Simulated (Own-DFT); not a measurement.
# Computed records: Si$_{3}$N$_{4}$ (beta silicon nitride, atoms displaced)

All values are calculated (Own-DFT development build). A calculation, not a measurement: plane-wave PBE density functional theory by an unreviewed code, no spin, of a simulated periodic cell, stress positive in tension, free energy of the whole cell less one offset for each atom, forces on such cells passed a denser k mesh, this cell's mesh not checked; offsets are fitted by least squares, one for each functional and potential file, so energies compare only between cells with the same atoms and settings and are not formation energies; the far tail of each file's local potential was reset to the Coulomb form; each entry is a single point on an unrelaxed cell, so the pressure reflects the starting lattice, mostly measured values (interpolated for alloys), from which strain is counted, and rises with the displacements; printed positions are rounded, which can move forces by about a meV/angstrom; the program, named Own-DFT, is a retired in-house code; no spin-orbit coupling.

Settings shared by all entries: functional PBE; potential files PseudoDojo norm-conserving, scalar-relativistic, standard set; wave cutoff 42 hartree; occupations Fermi-Dirac; smearing width 0.1 eV; k mesh 3 x 3 x 3 centred on Gamma.

(1) Si$_{3}$N$_{4}$ (beta silicon nitride, atoms displaced)

```cif
# cell vector a (Å): 7.6060 0.0000 0.0000
# cell vector b (Å): -3.8030 6.5870 0.0000
# cell vector c (Å): 0.0000 0.0000 8.7270
data_Si3N4
_symmetry_space_group_name_H-M 'P 1'
_symmetry_Int_Tables_number 1
_cell_length_a 7.6060
_cell_length_b 7.6060
_cell_length_c 8.7270
_cell_angle_alpha 90.000
_cell_angle_beta 90.000
_cell_angle_gamma 120.000
_cell_volume 437.23
loop_
_atom_site_label
_atom_site_type_symbol
_atom_site_fract_x
_atom_site_fract_y
_atom_site_fract_z
_atom_site_occupancy
Si1 Si 0.17837 0.77320 0.08880 1
Si2 Si 0.22363 0.38486 0.09825 1
Si3 Si 0.58247 0.81779 0.07297 1
Si4 Si 0.82638 0.23947 0.24327 1
Si5 Si 0.76796 0.59258 0.24922 1
Si6 Si 0.40258 0.16744 0.24446 1
N1 N 0.33525 0.02714 0.08031 1
N2 N 0.96869 0.30364 0.09247 1
N3 N 0.70336 0.66446 0.08113 1
N4 N 0.67326 0.96397 0.24900 1
N5 N 0.05752 0.71984 0.24807 1
N6 N 0.30367 0.32689 0.25618 1
N7 N 0.33540 0.66233 0.09326 1
N8 N 0.66054 0.32868 0.25758 1
Si7 Si 0.19474 0.79037 0.41178 1
Si8 Si 0.22765 0.41055 0.42373 1
Si9 Si 0.59295 0.82613 0.41203 1
Si10 Si 0.82062 0.23020 0.58011 1
Si11 Si 0.76786 0.58907 0.59047 1
Si12 Si 0.39324 0.16054 0.57588 1
N9 N 0.32766 0.04043 0.40733 1
N10 N 0.97241 0.29920 0.40887 1
N11 N 0.70676 0.67289 0.41422 1
N12 N 0.66272 0.96337 0.58872 1
N13 N 0.04469 0.70768 0.57436 1
N14 N 0.30161 0.33311 0.58358 1
N15 N 0.32465 0.66983 0.42843 1
N16 N 0.65881 0.33041 0.57801 1
Si13 Si 0.18308 0.78691 0.74729 1
Si14 Si 0.22678 0.42153 0.74926 1
Si15 Si 0.59653 0.83965 0.74389 1
Si16 Si 0.83115 0.24170 0.91648 1
Si17 Si 0.77322 0.60046 0.92316 1
Si18 Si 0.40575 0.17331 0.91181 1
N17 N 0.33294 0.03899 0.75168 1
N18 N 0.97338 0.30267 0.75175 1
N19 N 0.69741 0.66924 0.75033 1
N20 N 0.65623 0.96144 0.91817 1
N21 N 0.03344 0.70838 0.90473 1
N22 N 0.31200 0.32327 0.90685 1
N23 N 0.33396 0.67844 0.75445 1
N24 N 0.66289 0.33232 0.91951 1
```

The calculation gives: free energy of cell above offsets -3.193 eV; pressure 8.38 GPa; stress xx -6.75 GPa; stress yy -7.43 GPa; stress zz -10.97 GPa; stress yz 2.66 GPa; stress xz 2 GPa; stress xy -0.7 GPa.

Force:
```csv
element,x (eV/Å),y (eV/Å),z (eV/Å)
Si,1.706,-1.052,-4.388
Si,0.699,2.782,-3.873
Si,2.046,-0.05,3.118
Si,-1.192,-2.808,3.408
Si,1.084,0.704,0.672
Si,0.292,2.072,-0.879
N,-0.14,1.085,-0.499
N,1.143,0.293,-3.892
N,-1.648,1.331,1.738
N,-0.561,1.426,-1.395
N,-4.737,-2.699,1.624
N,-0.43,0.063,0.872
N,-1.545,-2.199,-0.481
N,0.837,1.001,-0.852
Si,-2.151,-2.918,0.896
Si,1.371,-0.093,-0.719
Si,0.649,-1.283,0.861
Si,0.414,0.455,-0.261
Si,0.351,1.516,-1.833
Si,-0.248,3.787,1.895
N,0.633,-0.765,1.477
N,-1.589,-0.73,1.499
N,-0.506,0.123,0.957
N,0.223,3.546,-4.644
N,-1.895,-0.255,1.434
N,-0.738,0.024,0.36
N,3.429,0.138,-0.693
N,1.044,-0.905,0.421
Si,-0.461,-2.23,-0.941
Si,4.038,-0.99,0.483
Si,0.783,-4.461,4.047
Si,-0.971,-1.524,0.776
Si,0.382,-1.162,-3.46
Si,1.7,0.083,1.57
N,0.414,-0.8,-2.552
N,-1.869,-0.917,-0.76
N,-0.269,0.631,0.575
N,0.812,3.492,-1.575
N,0.078,-0.216,3.048
N,-5.531,2.857,2.113
N,0.564,-0.137,-0.103
N,1.793,0.786,-0.043
```

(2) Si$_{3}$N$_{4}$ (beta silicon nitride, atoms displaced)

```cif
# cell vector a (Å): 7.6060 0.0000 0.0000
# cell vector b (Å): -3.8030 6.5870 0.0000
# cell vector c (Å): 0.0000 0.0000 8.7270
data_Si3N4
_symmetry_space_group_name_H-M 'P 1'
_symmetry_Int_Tables_number 1
_cell_length_a 7.6060
_cell_length_b 7.6060
_cell_length_c 8.7270
_cell_angle_alpha 90.000
_cell_angle_beta 90.000
_cell_angle_gamma 120.000
_cell_volume 437.23
loop_
_atom_site_label
_atom_site_type_symbol
_atom_site_fract_x
_atom_site_fract_y
_atom_site_fract_z
_atom_site_occupancy
Si1 Si 0.16401 0.76801 0.07957 1
Si2 Si 0.22548 0.39592 0.08180 1
Si3 Si 0.59611 0.82327 0.08196 1
Si4 Si 0.83286 0.22754 0.23621 1
Si5 Si 0.75846 0.58907 0.25418 1
Si6 Si 0.40657 0.16458 0.25235 1
N1 N 0.33919 0.03885 0.08018 1
N2 N 0.95916 0.30165 0.08068 1
N3 N 0.71058 0.65620 0.07079 1
N4 N 0.66539 0.97386 0.24478 1
N5 N 0.02796 0.70654 0.24549 1
N6 N 0.30185 0.33331 0.26063 1
N7 N 0.34760 0.66715 0.07768 1
N8 N 0.66430 0.33489 0.25852 1
Si7 Si 0.17154 0.77481 0.41922 1
Si8 Si 0.23064 0.40281 0.42225 1
Si9 Si 0.60481 0.83531 0.41923 1
Si10 Si 0.81179 0.21776 0.57045 1
Si11 Si 0.77387 0.59983 0.58864 1
Si12 Si 0.40209 0.16854 0.57778 1
N9 N 0.32907 0.02673 0.42558 1
N10 N 0.95888 0.28952 0.40707 1
N11 N 0.69697 0.65573 0.42193 1
N12 N 0.67018 0.96832 0.57454 1
N13 N 0.02512 0.69507 0.58286 1
N14 N 0.29236 0.33214 0.59432 1
N15 N 0.34188 0.66322 0.41719 1
N16 N 0.65175 0.33035 0.57987 1
Si13 Si 0.16902 0.76399 0.74656 1
Si14 Si 0.21379 0.39156 0.75253 1
Si15 Si 0.59819 0.82279 0.74909 1
Si16 Si 0.83052 0.23082 0.91110 1
Si17 Si 0.76789 0.58823 0.90203 1
Si18 Si 0.39486 0.17053 0.91673 1
N17 N 0.33082 0.04058 0.75285 1
N18 N 0.95790 0.28836 0.74178 1
N19 N 0.69620 0.66097 0.75939 1
N20 N 0.66287 0.96901 0.92092 1
N21 N 0.04289 0.69883 0.91415 1
N22 N 0.30368 0.32446 0.92119 1
N23 N 0.32101 0.64914 0.74515 1
N24 N 0.66713 0.34838 0.92247 1
```

The calculation gives: free energy of cell above offsets -2.452 eV; pressure 8.58 GPa; stress xx -2.22 GPa; stress yy -9.29 GPa; stress zz -14.24 GPa; stress yz -1.03 GPa; stress xz 1.31 GPa; stress xy -1.33 GPa.

Force:
```csv
element,x (eV/Å),y (eV/Å),z (eV/Å)
Si,3.552,0.878,1.116
Si,0.881,2.097,1.702
Si,1.928,-1.325,0.073
Si,-4.284,0.307,4.031
Si,1.229,-0.21,-2.44
Si,-0.49,2.365,-0.094
N,-0.581,-2.748,1.488
N,3.81,1.476,-2.942
N,-3.1,2.877,2.856
N,0.741,-1.332,0.781
N,0.145,0.085,1.732
N,0.716,-1.679,-2.263
N,-3.744,-1.887,0.384
N,1.475,-1.891,-0.59
Si,1.96,-2.811,-1.685
Si,-0.941,0.52,0.422
Si,-0.492,-4.024,-3.795
Si,-0.756,3.635,0.729
Si,-1.394,-2.847,-0.681
Si,-1.879,2.643,3.828
N,-0.177,-0.694,-2.831
N,1.665,0.884,1.07
N,-1.97,2.756,-0.027
N,0.108,-0.883,3.821
N,0.652,0.704,0.234
N,1.846,-1.982,-2.63
N,-2.282,1.636,0.048
N,3.029,0.742,0.32
Si,2.522,1.406,0.607
Si,1.287,0.913,0.928
Si,-2.366,-0.834,0.801
Si,-3.927,0.004,0.08
Si,2.982,1.107,5.685
Si,3.616,1.476,0.066
N,0.062,-3.373,-1.959
N,-0.361,-0.277,0.003
N,-2.187,2.706,-5.573
N,0.745,0.592,-2.263
N,-2.806,-1.13,-1.384
N,-4.072,1.331,-0.856
N,0.628,2.844,0.159
N,2.233,-6.058,-0.951
```

(3) Si$_{3}$N$_{4}$ (beta silicon nitride, atoms displaced)

```cif
# cell vector a (Å): 7.6060 0.0000 0.0000
# cell vector b (Å): -3.8030 6.5870 0.0000
# cell vector c (Å): 0.0000 0.0000 8.7270
data_Si3N4
_symmetry_space_group_name_H-M 'P 1'
_symmetry_Int_Tables_number 1
_cell_length_a 7.6060
_cell_length_b 7.6060
_cell_length_c 8.7270
_cell_angle_alpha 90.000
_cell_angle_beta 90.000
_cell_angle_gamma 120.000
_cell_volume 437.23
loop_
_atom_site_label
_atom_site_type_symbol
_atom_site_fract_x
_atom_site_fract_y
_atom_site_fract_z
_atom_site_occupancy
Si1 Si 0.18265 0.77319 0.09371 1
Si2 Si 0.23972 0.41052 0.08094 1
Si3 Si 0.60459 0.82812 0.07450 1
Si4 Si 0.82186 0.22227 0.24854 1
Si5 Si 0.76530 0.60392 0.25052 1
Si6 Si 0.40213 0.17023 0.25130 1
N1 N 0.33236 0.03414 0.08402 1
N2 N 0.95682 0.29405 0.08980 1
N3 N 0.69667 0.66520 0.08962 1
N4 N 0.67972 0.98524 0.24618 1
N5 N 0.01348 0.68559 0.24720 1
N6 N 0.31344 0.34076 0.25368 1
N7 N 0.32795 0.66353 0.07796 1
N8 N 0.66650 0.33492 0.26252 1
Si7 Si 0.16693 0.75878 0.40968 1
Si8 Si 0.23674 0.40254 0.41886 1
Si9 Si 0.59852 0.83791 0.40949 1
Si10 Si 0.82332 0.23413 0.56836 1
Si11 Si 0.76702 0.59692 0.58298 1
Si12 Si 0.40140 0.17082 0.59598 1
N9 N 0.33120 0.03108 0.41691 1
N10 N 0.97005 0.29212 0.41483 1
N11 N 0.69421 0.65547 0.41555 1
N12 N 0.66093 0.97155 0.58809 1
N13 N 0.02354 0.69417 0.57664 1
N14 N 0.30587 0.33375 0.58050 1
N15 N 0.33430 0.66372 0.40794 1
N16 N 0.66740 0.33920 0.58262 1
Si13 Si 0.16816 0.76909 0.75371 1
Si14 Si 0.23042 0.40087 0.73881 1
Si15 Si 0.59530 0.83747 0.74674 1
Si16 Si 0.81014 0.21954 0.90831 1
Si17 Si 0.76243 0.59028 0.91341 1
Si18 Si 0.42311 0.18374 0.91495 1
N17 N 0.33875 0.03314 0.74807 1
N18 N 0.95555 0.29774 0.75574 1
N19 N 0.69758 0.67597 0.74823 1
N20 N 0.66048 0.97029 0.92389 1
N21 N 0.02601 0.68368 0.91888 1
N22 N 0.29662 0.33018 0.91274 1
N23 N 0.34741 0.67273 0.75152 1
N24 N 0.65687 0.33126 0.91024 1
```

The calculation gives: free energy of cell above offsets -3.179 eV; pressure 7.7 GPa; stress xx -4.78 GPa; stress yy -9.44 GPa; stress zz -8.89 GPa; stress yz 4.03 GPa; stress xz 2.3 GPa; stress xy -1.15 GPa.

Force:
```csv
element,x (eV/Å),y (eV/Å),z (eV/Å)
Si,-1.659,-1.246,-2.242
Si,-2.114,-1.709,0.749
Si,-2.169,-1.647,3.689
Si,-1.219,6.051,0.577
Si,1.219,-4.222,0.845
Si,1.199,2.006,0.807
N,-0.032,-0.418,-0.608
N,2.42,0.982,-3.475
N,-0.756,0.819,-3.323
N,-0.487,-7.059,-0.19
N,2.893,2.164,0.205
N,-0.593,-0.617,-1.463
N,2.031,1.806,0.493
N,0.018,-0.373,-1.144
Si,0.395,1.079,0.977
Si,-1.041,0.883,-1.935
Si,0.086,-2.264,1.41
Si,-0.996,0.209,3.822
Si,-0.121,-0.594,0.049
Si,1.628,1.669,-5.321
N,-0.473,-1.568,0.963
N,1.299,0.505,-0.521
N,-3.075,3.372,0.837
N,0.606,1.467,-3.355
N,1.314,0.952,1.58
N,0.183,-0.873,0.661
N,-0.37,0.673,0.318
N,-0.496,-1.239,0.444
Si,1.632,-1.186,-1.077
Si,-2.006,1.649,3.481
Si,0.75,-1.74,1.569
Si,1.084,3.064,3.777
Si,0.703,0.922,0.501
Si,-5.994,-3.456,0.87
N,-0.61,-2.061,3.129
N,2.696,0.754,-3.918
N,0.776,0.092,0.557
N,0.112,-0.197,-3.42
N,-0.57,1.181,0.389
N,1.189,-0.711,-0.345
N,-3.559,-1.729,-0.548
N,4.103,2.611,0.185
```

(4) Si$_{3}$N$_{4}$ (beta silicon nitride, atoms displaced)

```cif
# cell vector a (Å): 7.6060 0.0000 0.0000
# cell vector b (Å): -3.8030 6.5870 0.0000
# cell vector c (Å): 0.0000 0.0000 8.7270
data_Si3N4
_symmetry_space_group_name_H-M 'P 1'
_symmetry_Int_Tables_number 1
_cell_length_a 7.6060
_cell_length_b 7.6060
_cell_length_c 8.7270
_cell_angle_alpha 90.000
_cell_angle_beta 90.000
_cell_angle_gamma 120.000
_cell_volume 437.23
loop_
_atom_site_label
_atom_site_type_symbol
_atom_site_fract_x
_atom_site_fract_y
_atom_site_fract_z
_atom_site_occupancy
Si1 Si 0.18656 0.77128 0.07479 1
Si2 Si 0.23261 0.39513 0.08752 1
Si3 Si 0.59540 0.82546 0.08911 1
Si4 Si 0.81998 0.22415 0.24861 1
Si5 Si 0.77954 0.60199 0.25388 1
Si6 Si 0.41428 0.17198 0.24389 1
N1 N 0.33073 0.03179 0.07579 1
N2 N 0.96236 0.29920 0.08210 1
N3 N 0.69682 0.65317 0.08611 1
N4 N 0.65949 0.95652 0.24949 1
N5 N 0.02548 0.69282 0.24358 1
N6 N 0.31130 0.33311 0.25166 1
N7 N 0.32430 0.66009 0.08662 1
N8 N 0.66220 0.32490 0.25323 1
Si7 Si 0.18241 0.76806 0.42058 1
Si8 Si 0.23159 0.40407 0.41390 1
Si9 Si 0.58836 0.82276 0.41107 1
Si10 Si 0.82738 0.23525 0.57761 1
Si11 Si 0.77458 0.61577 0.59010 1
Si12 Si 0.40708 0.18080 0.57667 1
N9 N 0.33565 0.03044 0.42582 1
N10 N 0.95429 0.29209 0.41705 1
N11 N 0.69376 0.67245 0.41254 1
N12 N 0.66608 0.96073 0.58738 1
N13 N 0.01640 0.69381 0.57146 1
N14 N 0.30570 0.33184 0.58597 1
N15 N 0.33702 0.65863 0.41309 1
N16 N 0.66153 0.32848 0.59017 1
Si13 Si 0.16101 0.75713 0.75519 1
Si14 Si 0.22208 0.39097 0.75198 1
Si15 Si 0.60413 0.83847 0.74676 1
Si16 Si 0.83579 0.23487 0.91947 1
Si17 Si 0.78165 0.59910 0.91350 1
Si18 Si 0.41133 0.17176 0.91240 1
N17 N 0.33492 0.04343 0.75121 1
N18 N 0.96411 0.29209 0.74809 1
N19 N 0.70268 0.67715 0.75033 1
N20 N 0.67043 0.97038 0.92058 1
N21 N 0.03964 0.70858 0.91734 1
N22 N 0.29906 0.33420 0.91655 1
N23 N 0.32936 0.66918 0.76129 1
N24 N 0.65663 0.32622 0.90968 1
```

Results for Si$_{3}$N$_{4}$ (beta silicon nitride, atoms displaced): free energy of cell above offsets -3.571 eV; pressure 8.1 GPa; stress xx -9.94 GPa; stress yy -2.89 GPa; stress zz -11.48 GPa; stress yz 0 GPa; stress xz 1.29 GPa; stress xy -1.94 GPa.

Force:
```csv
element,x (eV/Å),y (eV/Å),z (eV/Å)
Si,-1.767,-0.114,2.677
Si,-1.266,1.585,-1.099
Si,0.258,-2.953,-3.162
Si,-0.85,0.111,-0.128
Si,-1.733,-2.325,-0.324
Si,-1.376,-0.888,1.359
N,0.133,-0.576,1.461
N,2.377,0.534,2.072
N,-1.25,1.763,-0.995
N,0.151,3.246,0.347
N,3.465,2.077,0.905
N,-0.608,-0.933,0.076
N,2.875,-0.274,0.223
N,1.348,1.741,-0.108
Si,-1.051,-0.389,-1.915
Si,-0.045,-1.278,1.176
Si,0.794,-0.057,2.729
Si,-2.752,-1.639,2.803
Si,-1.531,-4.163,-3.186
Si,1.289,-0.362,3.352
N,-0.131,-1.467,-3.7
N,3.75,1.353,-2.077
N,1.636,-0.539,1.167
N,0.103,2.757,-3.995
N,3.333,1.415,2.537
N,-2.28,0.88,-1.309
N,-2.526,0.648,0.401
N,0.767,2.631,-0.684
Si,2.655,3.169,-3.847
Si,0.203,2.815,-0.285
Si,-2.142,-2.755,3.52
Si,-3.394,-1.469,-1.821
Si,-2.414,-1.896,1.302
Si,-2.227,1.034,0.112
N,-0.824,-3.888,-2.137
N,0.468,0.381,-0.203
N,0.376,0.344,1.679
N,0.475,0.121,0.197
N,-2.357,-1.407,0.482
N,1.185,-1.402,0.93
N,0.877,-1.027,-1.146
N,4.003,3.195,0.612
```

(5) Si$_{3}$N$_{4}$ (beta silicon nitride, atoms displaced)

```cif
# cell vector a (Å): 7.6060 0.0000 0.0000
# cell vector b (Å): -3.8030 6.5870 0.0000
# cell vector c (Å): 0.0000 0.0000 8.7270
data_Si3N4
_symmetry_space_group_name_H-M 'P 1'
_symmetry_Int_Tables_number 1
_cell_length_a 7.6060
_cell_length_b 7.6060
_cell_length_c 8.7270
_cell_angle_alpha 90.000
_cell_angle_beta 90.000
_cell_angle_gamma 120.000
_cell_volume 437.23
loop_
_atom_site_label
_atom_site_type_symbol
_atom_site_fract_x
_atom_site_fract_y
_atom_site_fract_z
_atom_site_occupancy
Si1 Si 0.18562 0.78064 0.07670 1
Si2 Si 0.23625 0.40011 0.07970 1
Si3 Si 0.59426 0.82880 0.08283 1
Si4 Si 0.81076 0.22517 0.23591 1
Si5 Si 0.76453 0.60337 0.24979 1
Si6 Si 0.41285 0.17784 0.23953 1
N1 N 0.32365 0.02220 0.07547 1
N2 N 0.96539 0.30741 0.09279 1
N3 N 0.69261 0.66739 0.08405 1
N4 N 0.67825 0.96980 0.25342 1
N5 N 0.02221 0.68792 0.24137 1
N6 N 0.29752 0.33946 0.24928 1
N7 N 0.33065 0.67752 0.08255 1
N8 N 0.67436 0.34337 0.24815 1
Si7 Si 0.17741 0.77746 0.42357 1
Si8 Si 0.22934 0.41266 0.42157 1
Si9 Si 0.58822 0.82640 0.41516 1
Si10 Si 0.81623 0.22409 0.58391 1
Si11 Si 0.78143 0.60755 0.58074 1
Si12 Si 0.40015 0.16744 0.57725 1
N9 N 0.33488 0.04498 0.41089 1
N10 N 0.96062 0.30985 0.41376 1
N11 N 0.70576 0.67494 0.41208 1
N12 N 0.66788 0.96993 0.58435 1
N13 N 0.03127 0.69983 0.58226 1
N14 N 0.29739 0.32810 0.58982 1
N15 N 0.32597 0.66674 0.41215 1
N16 N 0.67050 0.34266 0.57697 1
Si13 Si 0.17089 0.76792 0.73849 1
Si14 Si 0.23655 0.40234 0.74358 1
Si15 Si 0.59522 0.83067 0.75282 1
Si16 Si 0.83005 0.23763 0.92005 1
Si17 Si 0.77812 0.59907 0.90819 1
Si18 Si 0.39549 0.17536 0.92206 1
N17 N 0.34639 0.03842 0.74739 1
N18 N 0.96951 0.29803 0.73527 1
N19 N 0.69867 0.65752 0.75462 1
N20 N 0.67049 0.96220 0.91864 1
N21 N 0.02657 0.70210 0.91543 1
N22 N 0.29499 0.32250 0.92163 1
N23 N 0.33239 0.66838 0.75006 1
N24 N 0.66640 0.33533 0.91862 1
```

The calculation gives: free energy of cell above offsets -3.308 eV; pressure 7.87 GPa; stress xx -6.93 GPa; stress yy -6.66 GPa; stress zz -10.02 GPa; stress yz 0.85 GPa; stress xz 0.14 GPa; stress xy 1.25 GPa.

Force:
```csv
element,x (eV/Å),y (eV/Å),z (eV/Å)
Si,-3.241,-5.272,1.32
Si,-3.602,2.994,2.369
Si,0.074,-1.648,0.778
Si,1.046,1.718,5.36
Si,2.389,-0.903,-1.806
Si,-1.036,1.686,1.103
N,0.342,4.544,1.707
N,2.878,0.451,-4.67
N,0.041,0.121,-1.427
N,-1.042,-0.454,-1.297
N,1.217,2.41,1.558
N,2.166,-1.478,0.584
N,2.936,-2.222,-0.347
N,-2.551,-1.69,-0.531
Si,-0.719,-0.851,-4.747
Si,-1.488,-2.169,-1.059
Si,0.863,-0.466,0.709
Si,-0.432,2.408,-2.769
Si,-2.419,-2.913,-0.055
Si,1.494,3.821,1.669
N,-0.137,-2.854,-0.67
N,1.224,-0.719,0.075
N,-1.726,1.133,2.39
N,-0.172,-1.694,-0.213
N,0.088,0.928,-0.764
N,1.265,-0.642,-3.555
N,1.075,1.635,0.729
N,-0.698,-1.058,0.35
Si,1.575,1.131,4.339
Si,-2.689,1.376,2.889
Si,0.454,-1.742,-0.505
Si,-0.316,-0.451,-1.453
Si,-1.284,-1.83,4.215
Si,3.958,-0.103,-2.927
N,-1.138,-1.889,0.275
N,0.928,0.389,4.261
N,-2.7,2.515,-3.469
N,0.247,3.051,-0.324
N,2.581,1.432,-1.495
N,-1.609,0.874,-2.367
N,0.507,-0.787,-0.282
N,-0.35,-0.781,0.054
```
